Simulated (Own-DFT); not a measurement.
# Which defects push the lattice out? zincblende GaAs

The numbers are computed, not measured, by runs of the plane-wave DFT program Own-DFT (in-house, retired, unreviewed) at fixed positions, with no spin and no spin-orbit coupling.

Method: PBE; PseudoDojo norm-conserving scalar-relativistic files; cutoff 42 hartree; 3 x 3 x 3 k mesh centred on Gamma; Fermi-Dirac smearing of 0.1 eV.

Caveats (not all hold for every row): not probed for a lower state with spin; forces not confirmed at this smearing and k mesh; stress not checked against mesh or cutoff.

All runs share one cell, with vectors in Å (11.737, 0.000, 0.000); (0.000, 11.737, 0.000); (0.000, 0.000, 10.833) and a volume of 1492.4 Å³, strained against the parent crystal. u is the rms random offset of the atoms per axis. The defect's site can differ from row to row.

| cell | formula | u (Å) | P (GPa) |
|---|---|---|---|
| no defect | As32Ga32 | 0.0284 | 1.24 |
| no defect | As32Ga32 | 0.0494 | 1.55 |
| no defect | As32Ga32 | 0.0524 | 1.68 |
| one As vacancy and one Ga vacancy | As31Ga31 | 0.0305 | 0.89 |
| one As vacancy and one Ga vacancy | As31Ga31 | 0.0324 | 0.97 |
| one As vacancy and one Ga vacancy | As31Ga31 | 0.0469 | 1.14 |
| one As vacancy and one Ga vacancy | As31Ga31 | 0.0497 | ? |
| one Al on a Ga site | AlAs32Ga31 | 0.0298 | 1.24 |
| one Al on a Ga site | AlAs32Ga31 | 0.0503 | 1.46 |
| one Al on a Ga site | AlAs32Ga31 | 0.0519 | 1.59 |
| one In on a Ga site | As32Ga31In | 0.0492 | 2.03 |
| one In on a Ga site | As32Ga31In | 0.0516 | 2.16 |
| one In on a Ga site | As32Ga31In | 0.0539 | 2.25 |

## Working it out

P = P0 + c u² + a shift for each defect gives P0 = 1.10 GPa, c = 194 ± 23 GPa/Å² and a scatter of 0.05 GPa. The shifts, and each times the cell's volume:

- one In on a Ga site: 0.53 ± 0.05 GPa, 4.9 eV
- one Al on a Ga site: -0.07 ± 0.04 GPa, -0.6 eV (not resolved)
- one As vacancy and one Ga vacancy: -0.38 ± 0.05 GPa, -3.5 eV

Positive is outwards. The product with the volume (160.2 GPa Å³ to the eV) is nearly free of the cell's size; divided by the bulk modulus at the cell's pressure it gives the volume that the defect adds. The atoms around the defects weren't relaxed, which would change these numbers.

## Test on the hidden row

Question: what pressure belongs in the blank (one As vacancy and one Ga vacancy, u = 0.0497 Å)?

The fitted form gives 1.21 ± 0.07 GPa. The run itself gave 1.13 GPa.
